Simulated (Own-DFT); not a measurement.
# Which defects push the lattice out? D0_22 TiAl3

No measurement is shown. These are fixed-geometry runs of a retired plane-wave code named Own-DFT, which no person has reviewed; spin and spin-orbit coupling are neglected.

Settings: PBE; PseudoDojo norm-conserving scalar-relativistic files; cutoff 42 hartree; 4 x 4 x 4 k mesh centred on Gamma; cold (Marzari-Vanderbilt) smearing of 0.2 eV.

Keep in mind: forces on such cells failed a check on a denser k mesh; stress not checked against mesh or cutoff.

All runs share one cell, with vectors in Å (-2.365, -6.981, 4.326); (-7.667, 3.491, 1.442); (-2.950, -3.488, -7.241) and a volume of 625.4 Å³. Atoms were moved at random from their sites; u is the rms move along one axis. The defect's site can differ from row to row.

```
cell,formula,u (Å),P (GPa)
no defect,Al30Ti10,0.0186,1.95
no defect,Al30Ti10,0.0216,1.99
no defect,Al30Ti10,0.0532,2.73
two Al vacancies,Al28Ti10,0.0297,1.30
two Al vacancies,Al28Ti10,0.0319,1.20
two Al vacancies,Al28Ti10,0.0488,1.67
two Al on a Ti site each,Al32Ti8,0.0281,2.86
two Al on a Ti site each,Al32Ti8,0.0312,2.92
two Al on a Ti site each,Al32Ti8,0.0460,?
two Al on a Ti site each,Al32Ti8,0.0503,3.44
two Ti on an Al site each,Al28Ti12,0.0292,3.04
two Ti on an Al site each,Al28Ti12,0.0448,3.63
two Ti on an Al site each,Al28Ti12,0.0484,3.76
```

## Worked fit

P = P0 + c u² + a shift for each defect gives P0 = 1.81 GPa, c = 340 ± 28 GPa/Å² and a scatter of 0.08 GPa. The shifts, and each times the cell's volume:

- two Ti on an Al site each: 1.08 ± 0.07 GPa, 4.2 eV (2.1 eV for each of its 2 sites)
- two Al on a Ti site each: 0.78 ± 0.07 GPa, 3.0 eV (1.5 eV for each of its 2 sites)
- two Al vacancies: -0.90 ± 0.07 GPa, -3.5 eV (-1.8 eV for each of its 2 sites)

A positive shift means that the defect pushes the cell outwards. Shift times volume (160.2 GPa Å³ is 1 eV) depends little on the cell's size, so, taken for each site, it can be compared between cells at like pressure. The atoms around the defects weren't relaxed, which would change these numbers.

## Prediction

The question: what pressure belongs in the blank (two Al on a Ti site each, u = 0.0460 Å)?

Estimate: 3.31 ± 0.10 GPa. Computed: 3.21 GPa.
